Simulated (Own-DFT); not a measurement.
Simulation results for AlGa3N4 (wurtzite random alloy, strained, atoms displaced)

Computed with Own-DFT development build. A calculation, not a measurement: plane-wave PBE density functional theory by an unreviewed code, no spin, of a simulated periodic cell, stress positive in tension, free energy of the whole cell less one offset for each atom, forces on such cells passed a denser k mesh, this cell's mesh not checked; offsets are fitted by least squares, one for each functional and potential file, so energies compare only between cells with the same atoms and settings and are not formation energies; the far tail of each file's local potential was reset to the Coulomb form; each entry is a single point on an unrelaxed cell, so the pressure reflects the starting lattice, mostly measured values, from which strain is counted, and rises with the displacements; printed positions are rounded, which can move forces by about a meV/angstrom; the program is a retired in-house code; no spin-orbit coupling.

Common to all runs: functional PBE; potential files PseudoDojo norm-conserving, scalar-relativistic, standard set with the stringent files for Ga; wave cutoff 96 hartree; occupations Gaussian; smearing width 0.01 eV; k mesh 4 x 4 x 3 centred on Gamma.

```yaml
- entry: 1
  formula: AlGa3N4
  kind: "wurtzite random alloy, strained, atoms displaced"
  structure:
    cell_angstrom: [[9.6281, 0.0, 0.0], [-4.8141, 8.3382, 0.0], [0.0, 0.0, 10.2685]]
    atoms_fractional:
      - [Al, 0.10591, 0.21765, 0.00314]
      - [Ga, 0.22812, 0.11652, 0.24948]
      - ["N", 0.11113, 0.21903, 0.19752]
      - ["N", 0.21466, 0.10989, 0.43493]
      - [Ga, 0.11881, 0.23221, 0.49401]
      - [Ga, 0.22832, 0.11543, 0.75219]
      - ["N", 0.11827, 0.21921, 0.68573]
      - ["N", 0.22454, 0.10948, 0.92862]
      - [Ga, 0.11097, 0.55126, 0.00021]
      - [Ga, 0.22199, 0.44356, 0.2531]
      - ["N", 0.11116, 0.55795, 0.19147]
      - ["N", 0.21326, 0.43884, 0.43938]
      - [Al, 0.10064, 0.5382, 0.4954]
      - [Ga, 0.21906, 0.45268, 0.75986]
      - ["N", 0.1106, 0.55561, 0.69085]
      - ["N", 0.22209, 0.44306, 0.9353]
      - [Ga, 0.09954, 0.88163, 0.99608]
      - [Ga, 0.22936, 0.78367, 0.25083]
      - ["N", 0.11846, 0.8926, 0.18416]
      - ["N", 0.22445, 0.78185, 0.44257]
      - [Ga, 0.11785, 0.89474, 0.49653]
      - [Al, 0.21757, 0.78007, 0.74806]
      - ["N", 0.1134, 0.88952, 0.68494]
      - ["N", 0.22064, 0.77916, 0.93591]
      - [Ga, 0.44742, 0.22371, 0.99838]
      - [Ga, 0.56772, 0.12837, 0.25159]
      - ["N", 0.45157, 0.23348, 0.18836]
      - ["N", 0.54912, 0.10791, 0.44105]
      - [Ga, 0.44542, 0.22494, 0.50196]
      - [Ga, 0.55927, 0.10808, 0.74144]
      - ["N", 0.44389, 0.21398, 0.69813]
      - ["N", 0.55399, 0.10988, 0.94546]
      - [Ga, 0.44964, 0.56011, 0.99454]
      - [Ga, 0.55789, 0.45807, 0.25278]
      - ["N", 0.43475, 0.5585, 0.18362]
      - ["N", 0.55464, 0.44891, 0.44055]
      - [Al, 0.443, 0.54951, 0.50464]
      - [Ga, 0.55609, 0.44964, 0.748]
      - ["N", 0.45522, 0.5644, 0.68874]
      - ["N", 0.55704, 0.45085, 0.94813]
      - [Al, 0.44648, 0.89372, 0.00465]
      - [Ga, 0.55689, 0.77837, 0.2546]
      - ["N", 0.44347, 0.89125, 0.18474]
      - ["N", 0.54986, 0.7861, 0.44277]
      - [Ga, 0.4346, 0.8883, 0.4956]
      - [Al, 0.5625, 0.78049, 0.74681]
      - ["N", 0.43984, 0.89031, 0.68667]
      - ["N", 0.56049, 0.77199, 0.93394]
      - [Ga, 0.78299, 0.23102, 0.9984]
      - [Al, 0.88803, 0.11011, 0.24995]
      - ["N", 0.78787, 0.22379, 0.1839]
      - ["N", 0.88151, 0.09303, 0.44222]
      - [Ga, 0.76767, 0.21481, 0.50617]
      - [Al, 0.90047, 0.12124, 0.74497]
      - ["N", 0.78007, 0.23151, 0.68348]
      - ["N", 0.88447, 0.10497, 0.94171]
      - [Ga, 0.77938, 0.55573, 0.99261]
      - [Ga, 0.88794, 0.44642, 0.25193]
      - ["N", 0.76847, 0.54717, 0.19122]
      - ["N", 0.87992, 0.43694, 0.44604]
      - [Ga, 0.77592, 0.56052, 0.48547]
      - [Ga, 0.89259, 0.44026, 0.74985]
      - ["N", 0.784, 0.5588, 0.69512]
      - ["N", 0.89404, 0.44222, 0.93932]
      - [Ga, 0.78104, 0.89962, 0.99512]
      - [Ga, 0.89116, 0.78251, 0.25056]
      - ["N", 0.77182, 0.88127, 0.19702]
      - ["N", 0.88932, 0.77993, 0.44598]
      - [Al, 0.78271, 0.89672, 0.50496]
      - [Ga, 0.89192, 0.77093, 0.75134]
      - ["N", 0.77083, 0.88153, 0.68834]
      - ["N", 0.88332, 0.77354, 0.93628]
  results:
    "free_energy_of_cell_above_offsets [eV]": "-9.880"
    "pressure [GPa]": 2.17
    "stress_xx [GPa]": -0.29
    "stress_yy [GPa]": -1.33
    "stress_zz [GPa]": -4.9
    "stress_yz [GPa]": 1.0
    "stress_xz [GPa]": 0.18
    "stress_xy [GPa]": 0.01
    force_element: [Al, Ga, "N", "N", Ga, Ga, "N", "N", Ga, Ga, "N", "N", Al, Ga, "N", "N", Ga, Ga, "N", "N", Ga, Al, "N", "N", Ga, Ga, "N", "N", Ga, Ga, "N", "N", Ga, Ga, "N", "N", Al, Ga, "N", "N", Al, Ga, "N", "N", Ga, Al, "N", "N", Ga, Al, "N", "N", Ga, Al, "N", "N", Ga, Ga, "N", "N", Ga, Ga, "N", "N", Ga, Ga, "N", "N", Al, Ga, "N", "N"]
    "force_x [eV/angstrom]": [0.977, 0.6, -1.245, 1.283, -0.683, -0.35, -1.673, -1.425, 0.217, -0.449, 0.001, 1.006, -0.609, 1.383, 0.086, 0.071, 1.334, -0.371, -0.915, -1.123, -0.783, 0.751, 0.193, 0.848, -0.482, -0.317, -0.198, 0.053, -0.482, -0.31, 0.069, 0.944, -0.745, -0.942, 0.941, -0.939, -0.944, 1.004, -1.342, 0.633, -0.055, -1.228, 0.833, 1.952, 1.175, -1.202, 0.691, -1.623, -0.518, 0.21, 0.023, -0.434, 0.811, -0.327, 1.531, 0.954, -0.126, 0.301, 1.169, 0.884, 0.814, -1.038, -0.291, -0.65, -0.091, 0.672, 0.44, -0.5, -0.465, -0.593, 0.713, -0.1]
    "force_y [eV/angstrom]": [0.225, -0.549, -0.05, 0.913, -2.887, -1.122, 1.012, 0.413, 1.329, 0.252, -0.236, 2.286, 2.05, -0.613, 0.774, -1.188, 0.857, -0.312, -0.137, -2.445, -0.675, 0.072, -0.088, -0.18, 0.075, -1.286, -0.262, 0.979, -0.494, -0.241, 1.916, -0.161, -0.243, -1.039, 0.03, -0.263, 1.695, -0.558, -0.466, -1.136, -0.779, 0.007, 0.721, -1.764, 0.117, 0.103, -1.211, 1.9, -1.668, -0.72, -0.099, 3.275, -0.265, -1.5, -1.807, 3.089, -0.341, -0.186, 1.548, 0.462, -0.184, 1.382, -1.496, 0.638, -3.096, -0.436, 1.973, 0.764, -2.726, 1.412, 1.99, 0.65]
    "force_z [eV/angstrom]": [-0.354, -0.556, -1.768, 0.566, 1.086, -1.559, 0.365, 3.505, 0.282, -0.982, 0.19, 0.362, 1.076, -2.733, -1.361, 2.624, -0.054, -0.194, 0.664, -0.836, 0.604, 0.007, 0.755, -0.083, -0.012, -0.7, 0.519, -0.349, 0.239, 1.754, -1.556, -0.929, 0.708, -1.096, 0.972, 0.343, -0.254, 0.782, -0.389, -1.598, -1.369, -0.198, 0.578, 0.405, 1.062, 0.106, 0.745, -0.191, -0.036, 0.668, 1.475, -1.281, -2.128, -0.004, 2.147, -1.662, 1.061, -0.124, -0.366, -0.846, 2.351, -0.149, -1.127, -0.275, 1.165, 0.113, -1.302, -0.926, 0.199, -1.087, 0.2, 0.753]
- entry: 2
  formula: AlGa3N4
  kind: "wurtzite random alloy, strained, atoms displaced"
  structure:
    cell_angstrom: [[9.6281, 0.0, 0.0], [-4.8141, 8.3382, 0.0], [0.0, 0.0, 10.2685]]
    atoms_fractional:
      - [Ga, 0.11902, 0.23187, 0.00088]
      - [Ga, 0.21763, 0.10386, 0.24896]
      - ["N", 0.11822, 0.22514, 0.18344]
      - ["N", 0.22197, 0.11141, 0.44182]
      - [Ga, 0.11307, 0.22217, 0.50135]
      - [Ga, 0.23093, 0.12037, 0.74837]
      - ["N", 0.10636, 0.22574, 0.6888]
      - ["N", 0.22213, 0.10097, 0.93976]
      - [Ga, 0.10487, 0.55115, 0.00149]
      - [Al, 0.22664, 0.45335, 0.24817]
      - ["N", 0.11343, 0.55993, 0.18538]
      - ["N", 0.22346, 0.44619, 0.4377]
      - [Ga, 0.1174, 0.55556, 0.50318]
      - [Ga, 0.22409, 0.44688, 0.74992]
      - ["N", 0.11485, 0.55731, 0.69837]
      - ["N", 0.21548, 0.44242, 0.93839]
      - [Al, 0.11779, 0.8836, 0.99533]
      - [Ga, 0.22028, 0.77526, 0.25362]
      - ["N", 0.12211, 0.89482, 0.18182]
      - ["N", 0.21744, 0.77229, 0.43756]
      - [Al, 0.11112, 0.88848, 0.49039]
      - [Al, 0.22655, 0.7789, 0.75054]
      - ["N", 0.10592, 0.88009, 0.69478]
      - ["N", 0.21743, 0.78112, 0.93375]
      - [Ga, 0.43261, 0.20412, 0.99247]
      - [Al, 0.55661, 0.10851, 0.24616]
      - ["N", 0.44387, 0.22887, 0.19081]
      - ["N", 0.55339, 0.11921, 0.43784]
      - [Ga, 0.44803, 0.22625, 0.50827]
      - [Ga, 0.55795, 0.11618, 0.75008]
      - ["N", 0.44137, 0.22622, 0.69134]
      - ["N", 0.55983, 0.11198, 0.94359]
      - [Ga, 0.44604, 0.5619, 0.99619]
      - [Ga, 0.54523, 0.43773, 0.24906]
      - ["N", 0.43074, 0.55137, 0.19098]
      - ["N", 0.55345, 0.44321, 0.44411]
      - [Ga, 0.44937, 0.55824, 0.50464]
      - [Ga, 0.54175, 0.43347, 0.74706]
      - ["N", 0.45037, 0.54629, 0.68009]
      - ["N", 0.55599, 0.44368, 0.94364]
      - [Al, 0.45107, 0.88474, 0.99601]
      - [Al, 0.55771, 0.77159, 0.2513]
      - ["N", 0.45227, 0.89345, 0.19588]
      - ["N", 0.55909, 0.78512, 0.44174]
      - [Ga, 0.44734, 0.88874, 0.50053]
      - [Al, 0.55681, 0.78441, 0.7537]
      - ["N", 0.44568, 0.89458, 0.68126]
      - ["N", 0.56188, 0.78636, 0.94252]
      - [Ga, 0.77772, 0.21084, 0.00329]
      - [Ga, 0.89099, 0.11626, 0.25041]
      - ["N", 0.78285, 0.22848, 0.19012]
      - ["N", 0.88447, 0.11002, 0.43728]
      - [Al, 0.77312, 0.21193, 0.49912]
      - [Ga, 0.88905, 0.11195, 0.74422]
      - ["N", 0.77391, 0.21728, 0.67706]
      - ["N", 0.896, 0.1121, 0.93466]
      - [Ga, 0.77654, 0.55849, 0.99691]
      - [Ga, 0.88275, 0.44817, 0.25022]
      - ["N", 0.77006, 0.54842, 0.20236]
      - ["N", 0.88956, 0.45228, 0.43722]
      - [Ga, 0.78201, 0.56421, 0.48707]
      - [Ga, 0.89058, 0.45567, 0.74864]
      - ["N", 0.76956, 0.55391, 0.69157]
      - ["N", 0.8932, 0.4409, 0.94254]
      - [Ga, 0.78316, 0.89441, 0.0076]
      - [Ga, 0.88725, 0.77141, 0.2579]
      - ["N", 0.77925, 0.89709, 0.18491]
      - ["N", 0.87875, 0.76976, 0.44274]
      - [Ga, 0.77868, 0.88014, 0.49292]
      - [Ga, 0.89375, 0.77546, 0.75565]
      - ["N", 0.77123, 0.88476, 0.68973]
      - ["N", 0.89317, 0.78109, 0.94458]
  results:
    "free_energy_of_cell_above_offsets [eV]": "-9.769"
    "pressure [GPa]": 2.21
    "stress_xx [GPa]": -0.65
    "stress_yy [GPa]": -0.68
    "stress_zz [GPa]": -5.3
    "stress_yz [GPa]": -0.37
    "stress_xz [GPa]": 0.49
    "stress_xy [GPa]": 0.68
    force_element: [Ga, Ga, "N", "N", Ga, Ga, "N", "N", Ga, Al, "N", "N", Ga, Ga, "N", "N", Al, Ga, "N", "N", Al, Al, "N", "N", Ga, Al, "N", "N", Ga, Ga, "N", "N", Ga, Ga, "N", "N", Ga, Ga, "N", "N", Al, Al, "N", "N", Ga, Al, "N", "N", Ga, Ga, "N", "N", Al, Ga, "N", "N", Ga, Ga, "N", "N", Ga, Ga, "N", "N", Ga, Ga, "N", "N", Ga, Ga, "N", "N"]
    "force_x [eV/angstrom]": [0.188, 0.371, -0.799, 0.042, -0.621, -1.993, 1.334, -1.394, 0.424, -1.275, 0.221, 0.341, -1.134, 0.235, -0.09, 1.229, -1.786, 0.726, -0.918, -0.354, 0.098, -0.663, 1.406, 2.677, 0.774, -0.694, 1.108, 1.341, -0.195, 0.502, 1.229, 0.095, 0.094, -0.24, 1.628, -0.044, -0.447, 1.987, -2.544, -0.832, -2.005, -0.93, 0.421, 0.365, -0.854, 0.716, 0.024, -0.322, 0.184, 0.56, -0.892, 0.466, -0.753, -0.514, -0.118, -0.279, 0.631, 1.849, -0.927, 1.107, -0.208, 0.069, 0.429, -1.66, 0.872, -0.024, -0.01, 2.302, -1.608, -1.613, 0.256, 0.435]
    "force_y [eV/angstrom]": [-1.738, 1.646, 0.718, -1.112, 0.224, -2.131, -0.073, 0.058, 0.964, -1.527, -0.744, -0.086, -0.481, -0.212, 1.022, 1.277, 0.624, 0.529, -1.66, 1.147, -0.159, 0.194, 1.139, -0.347, 2.333, 1.14, -2.486, -0.764, -0.227, -0.147, -1.537, -1.577, -1.045, 0.623, 1.792, 0.406, -0.04, 2.273, 2.137, -0.49, 0.774, 0.865, -0.777, -1.316, 0.892, -0.439, -1.251, -0.629, 1.461, 0.374, -0.989, -0.038, 1.393, -0.664, 0.871, -0.099, -0.66, -0.558, 1.492, -1.503, -3.528, -1.309, 0.075, -0.358, 0.109, 0.9, -1.584, 3.063, 1.83, -0.059, -0.104, 0.101]
    "force_z [eV/angstrom]": [-0.554, 0.009, 1.752, 0.096, -0.581, 0.392, 0.084, -0.633, -0.499, 0.474, 1.124, -0.605, 0.048, -0.195, -1.032, -0.241, 0.492, -1.175, 0.45, 1.024, 1.86, -0.51, -1.897, 0.259, 1.964, 0.62, -0.688, -0.482, -1.807, -0.138, 0.108, -0.743, 0.553, 0.653, -0.263, -0.776, -2.277, 1.565, 3.111, -0.682, 1.359, -0.104, -1.344, -1.484, -1.459, -1.066, 2.74, -1.279, -0.475, -0.33, 0.36, 0.519, -1.162, 0.303, 1.403, 0.41, 0.737, 0.131, -1.801, 0.89, 2.545, 0.083, -0.568, -0.54, -2.112, -2.283, 2.71, -0.927, 1.897, -0.435, 0.007, 0.419]
- entry: 3
  formula: AlGa3N4
  kind: "wurtzite random alloy, strained, atoms displaced"
  structure:
    cell_angstrom: [[9.6281, 0.0, 0.0], [-4.8141, 8.3382, 0.0], [0.0, 0.0, 10.2685]]
    atoms_fractional:
      - [Ga, 0.12162, 0.22868, 0.00041]
      - [Ga, 0.21466, 0.10493, 0.24957]
      - ["N", 0.11283, 0.22023, 0.18896]
      - ["N", 0.2104, 0.11729, 0.44295]
      - [Ga, 0.11055, 0.21956, 0.49884]
      - [Al, 0.22266, 0.11893, 0.74823]
      - ["N", 0.09686, 0.21393, 0.68425]
      - ["N", 0.22449, 0.10164, 0.93822]
      - [Al, 0.10911, 0.55448, 0.98981]
      - [Al, 0.22873, 0.45461, 0.25038]
      - ["N", 0.10697, 0.55664, 0.19944]
      - ["N", 0.23111, 0.45071, 0.42904]
      - [Al, 0.11625, 0.56416, 0.48505]
      - [Ga, 0.22426, 0.43818, 0.75357]
      - ["N", 0.11042, 0.55293, 0.69633]
      - ["N", 0.22091, 0.44839, 0.93765]
      - [Ga, 0.11121, 0.88454, 0.99949]
      - [Ga, 0.21181, 0.77763, 0.25092]
      - ["N", 0.1063, 0.88797, 0.19683]
      - ["N", 0.21955, 0.77336, 0.4449]
      - [Ga, 0.11189, 0.88974, 0.49869]
      - [Ga, 0.21851, 0.78179, 0.75506]
      - ["N", 0.11128, 0.89184, 0.6949]
      - ["N", 0.22191, 0.77962, 0.93675]
      - [Ga, 0.44572, 0.2224, 0.00797]
      - [Ga, 0.54888, 0.11109, 0.24748]
      - ["N", 0.4432, 0.21388, 0.18741]
      - ["N", 0.55438, 0.11165, 0.44784]
      - [Ga, 0.45647, 0.22916, 0.5033]
      - [Ga, 0.55358, 0.11052, 0.75958]
      - ["N", 0.43386, 0.22637, 0.68926]
      - ["N", 0.5524, 0.12073, 0.94287]
      - [Al, 0.45277, 0.55681, 0.00333]
      - [Ga, 0.55764, 0.44742, 0.25295]
      - ["N", 0.44027, 0.55006, 0.19256]
      - ["N", 0.55756, 0.45088, 0.43092]
      - [Ga, 0.44448, 0.55176, 0.5005]
      - [Ga, 0.56322, 0.44751, 0.75105]
      - ["N", 0.43923, 0.5474, 0.68921]
      - ["N", 0.5509, 0.44171, 0.94197]
      - [Ga, 0.44317, 0.8779, 0.99247]
      - [Ga, 0.5526, 0.7753, 0.24832]
      - ["N", 0.44358, 0.88119, 0.18587]
      - ["N", 0.54994, 0.77346, 0.44232]
      - [Ga, 0.44701, 0.89011, 0.51125]
      - [Al, 0.55472, 0.76779, 0.75194]
      - ["N", 0.44197, 0.88843, 0.68752]
      - ["N", 0.55665, 0.78362, 0.94354]
      - [Ga, 0.78322, 0.22827, 0.0086]
      - [Al, 0.89084, 0.10307, 0.25092]
      - ["N", 0.78043, 0.22325, 0.19048]
      - ["N", 0.88938, 0.11482, 0.44201]
      - [Al, 0.77217, 0.22169, 0.49314]
      - [Ga, 0.88654, 0.10736, 0.74799]
      - ["N", 0.77829, 0.22706, 0.68495]
      - ["N", 0.89663, 0.11367, 0.94231]
      - [Ga, 0.77437, 0.54702, 0.00041]
      - [Al, 0.87569, 0.44125, 0.2328]
      - ["N", 0.7713, 0.55157, 0.1909]
      - ["N", 0.88769, 0.44764, 0.44269]
      - [Ga, 0.77159, 0.55036, 0.49971]
      - [Ga, 0.89081, 0.43656, 0.75024]
      - ["N", 0.77807, 0.55679, 0.6947]
      - ["N", 0.89311, 0.44305, 0.94211]
      - [Ga, 0.77239, 0.88294, 0.00235]
      - [Ga, 0.88615, 0.78419, 0.24425]
      - ["N", 0.7816, 0.88969, 0.1903]
      - ["N", 0.897, 0.77743, 0.4403]
      - [Ga, 0.77068, 0.88499, 0.49943]
      - [Ga, 0.89336, 0.77209, 0.75162]
      - ["N", 0.76972, 0.88146, 0.69298]
      - ["N", 0.88934, 0.78028, 0.93503]
  results:
    "free_energy_of_cell_above_offsets [eV]": "-10.072"
    "pressure [GPa]": 2.13
    "stress_xx [GPa]": -1.79
    "stress_yy [GPa]": 0.5
    "stress_zz [GPa]": -5.08
    "stress_yz [GPa]": -0.18
    "stress_xz [GPa]": 0.53
    "stress_xy [GPa]": 0.5
    force_element: [Ga, Ga, "N", "N", Ga, Al, "N", "N", Al, Al, "N", "N", Al, Ga, "N", "N", Ga, Ga, "N", "N", Ga, Ga, "N", "N", Ga, Ga, "N", "N", Ga, Ga, "N", "N", Al, Ga, "N", "N", Ga, Ga, "N", "N", Ga, Ga, "N", "N", Ga, Al, "N", "N", Ga, Al, "N", "N", Al, Ga, "N", "N", Ga, Al, "N", "N", Ga, Ga, "N", "N", Ga, Ga, "N", "N", Ga, Ga, "N", "N"]
    "force_x [eV/angstrom]": [-0.215, 0.366, -0.993, 3.852, -2.054, -0.487, 2.096, -0.665, 0.485, -0.827, -0.086, -1.326, -0.194, -1.334, 0.509, 1.238, -0.64, 1.58, 0.149, 0.322, 0.126, 0.543, 0.064, 0.353, -1.102, 1.616, -1.36, 0.481, -1.902, -0.003, 1.089, 2.012, -1.291, -0.632, 0.172, 0.232, -0.665, -0.908, 0.64, -0.146, -1.919, 0.042, -1.013, 0.233, -0.498, -0.742, 0.943, 1.428, 0.235, -0.422, 0.201, -1.113, 1.142, -1.039, -0.436, -0.841, -0.241, 1.928, 0.472, 0.628, 1.07, -0.317, 0.583, -0.285, 1.004, 1.162, -1.511, -1.908, 1.049, -0.96, -0.04, 0.072]
    "force_y [eV/angstrom]": [-1.088, 1.25, 0.9, -1.485, 1.87, -1.229, 0.778, 1.491, 0.576, -1.405, -1.047, -0.183, -2.456, -0.009, 0.56, 0.725, 0.479, -0.141, -0.167, 1.678, 0.436, -0.754, 1.059, -1.379, -0.233, -1.272, 1.134, -0.142, -0.278, 0.477, -0.149, -1.292, -0.152, -1.035, 0.494, -0.832, 0.177, -0.653, 1.281, 0.742, 2.152, 0.009, 0.748, 0.434, -0.398, 0.664, -0.429, -2.67, -1.553, 1.617, -0.548, -0.577, 0.932, -0.289, -1.572, -0.307, 1.044, 0.468, 0.683, -0.956, 1.073, 0.875, -0.76, 0.574, 1.549, -1.622, 0.483, -0.305, 0.311, 1.012, -0.317, -1.052]
    "force_z [eV/angstrom]": [-0.059, 0.752, 0.573, -1.142, 0.107, 0.272, 1.185, -0.578, 1.24, -0.586, -1.989, 1.303, 1.659, -1.246, -1.4, 1.5, 0.325, 0.458, -1.539, -0.635, 0.869, -1.8, -0.628, 1.487, -1.502, 0.744, 1.594, -1.382, -0.271, -1.51, 0.429, 0.285, -0.058, -1.401, -1.54, 2.113, -0.131, 0.19, 0.575, 0.226, 1.413, 0.783, 0.184, -0.525, -2.238, -0.448, 3.087, -1.579, -1.675, 0.247, 1.368, -1.272, 0.779, 0.533, -0.297, -0.056, -0.492, 2.657, -0.715, -1.349, 0.207, -0.482, -0.671, 0.263, -0.768, 1.71, 0.024, -0.466, 0.36, -0.766, -0.044, 1.741]
```
